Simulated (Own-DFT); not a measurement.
# Oxygen vacancies under two functionals: monoclinic HfO2, Hf32O62

Calculated, not measured. Each geometry was run twice at fixed positions with Own-DFT, a retired in-house plane-wave program that no person has reviewed: with PBE, and with HSE06 (exact exchange share 0.25 at short range, screening 0.11 per bohr, Gygi-Baldereschi treatment of its divergence). Both used PseudoDojo norm-conserving files made for PBE, a cutoff of 48 hartree, the Gamma point alone, fixed occupations, a neutral cell and no spin. The unstrained cell is 10.1 Å across at its thinnest, so Gamma alone is coarse and defects feel their images. The hafnium file keeps the 4f electrons in the core, and its forces lie about 75 meV/Å off all-electron values. The oxygen file's force components were 24 meV/Å off all-electron values in a glass.

Cell vectors in Å: (10.234, 0.000, 0.000); (0.000, 10.350, 0.000); (-1.696, 0.000, 10.445). Atoms were moved at random from their ideal sites, and each line below averages several runs of one case and one width of the moves; u² is the mean square move along one axis. E is the PBE energy of the cell and D the HSE06 energy less the PBE one, each over its lowest single run, with the standard error of the mean. Within a case the pair of sites differs from run to run.

- A: two O taken from sites with four and four neighbours, under 3.2 Å apart
- B: two O taken from sites with three and three neighbours, under 3.2 Å apart

| case | runs | u² (Å²) | E (eV) | error of E | D (eV) | error of D |
|---|---|---|---|---|---|---|
| A | 8 | 0.000912 | 0.434 | 0.122 | 0.145 | 0.013 |
| A | 8 | 0.002480 | 4.203 | 0.253 | 0.378 | 0.025 |
| A | 8 | 0.006005 | 13.380 | 0.422 | 0.788 | 0.034 |
| B | 8 | 0.000828 | 0.366 | 0.079 | 0.067 | 0.011 |
| B | 8 | 0.002510 | 4.531 | 0.303 | 0.283 | 0.024 |
| B | 8 | 0.006516 | 14.095 | 0.586 | 0.788 | 0.040 |

Q: how do the cases differ under PBE, and what does HSE06 change?

## Working it out

Fit E and D each to a + b u², with one a for each case and lines weighted by their errors. Against A, in eV:

```
case          PBE  change by HSE06        HSE06
   B  0.13 ± 0.13   -0.073 ± 0.015  0.06 ± 0.13
```

Under PBE no case is told apart from A by three errors. D is known much better than E, because both runs of a geometry share the same random moves. HSE06 moves B down against A. The slope b is 2480 ± 61 eV/Å² for E and 128 ± 5 for D, so at this fixed cell HSE06 makes random moves about 5 % costlier. The vacancies are unrelaxed, and relaxation differs between sites.
